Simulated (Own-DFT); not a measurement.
# Which defects push the lattice out? D0_22 TiAl3

The numbers are computed, not measured, by runs of the plane-wave DFT program Own-DFT (in-house, retired, unreviewed) at fixed positions, with no spin and no spin-orbit coupling.

Settings: PBEsol; PseudoDojo norm-conserving scalar-relativistic files, made for PBE; cutoff 42 hartree; 4 x 4 x 4 k mesh centred on Gamma; cold (Marzari-Vanderbilt) smearing of 0.2 eV.

Keep in mind: forces on such cells failed a check on a denser k mesh; stress not checked against mesh or cutoff.

All runs share one cell, with vectors in Å (-2.365, -6.981, 4.326); (-7.667, 3.491, 1.442); (-2.950, -3.488, -7.241) and a volume of 625.4 Å³. u is the rms random offset of the atoms per axis. The defect's site can differ from row to row.

| cell | formula | u (Å) | P (GPa) |
|---|---|---|---|
| no defect | Al30Ti10 | 0.0179 | 0.05 |
| no defect | Al30Ti10 | 0.0215 | 0.10 |
| no defect | Al30Ti10 | 0.0439 | 0.57 |
| two Ti on an Al site each | Al28Ti12 | 0.0307 | ? |
| two Ti on an Al site each | Al28Ti12 | 0.0319 | 1.27 |
| two Ti on an Al site each | Al28Ti12 | 0.0523 | 1.66 |
| two Ti on an Al site each | Al28Ti12 | 0.0541 | 1.65 |
| two Al vacancies | Al28Ti10 | 0.0279 | -0.69 |
| two Al vacancies | Al28Ti10 | 0.0466 | -0.20 |
| two Al vacancies | Al28Ti10 | 0.0471 | -0.25 |
| two Al on a Ti site each | Al32Ti8 | 0.0256 | 1.15 |
| two Al on a Ti site each | Al32Ti8 | 0.0484 | 1.78 |
| two Al on a Ti site each | Al32Ti8 | 0.0508 | 1.71 |

## Working it out

P = P0 + c u² + a shift for each defect gives P0 = -0.02 GPa, c = 287 ± 26 GPa/Å² and a scatter of 0.07 GPa. The shifts, and each times the cell's volume:

- two Al on a Ti site each: 1.03 ± 0.06 GPa, 4.0 eV (2.0 eV for each of its 2 sites)
- two Ti on an Al site each: 0.91 ± 0.07 GPa, 3.5 eV (1.8 eV for each of its 2 sites)
- two Al vacancies: -0.85 ± 0.06 GPa, -3.3 eV (-1.7 eV for each of its 2 sites)

Positive is outwards. The product with the volume (160.2 GPa Å³ to the eV) is nearly free of the cell's size; divided by the bulk modulus at the cell's pressure it gives the volume that the defect adds. The atoms around the defects weren't relaxed, which would change these numbers.

## Test on the hidden row

The question: what pressure belongs in the blank (two Ti on an Al site each, u = 0.0307 Å)?

From the fit: 1.16 ± 0.09 GPa. The hidden result is 0.98 GPa.
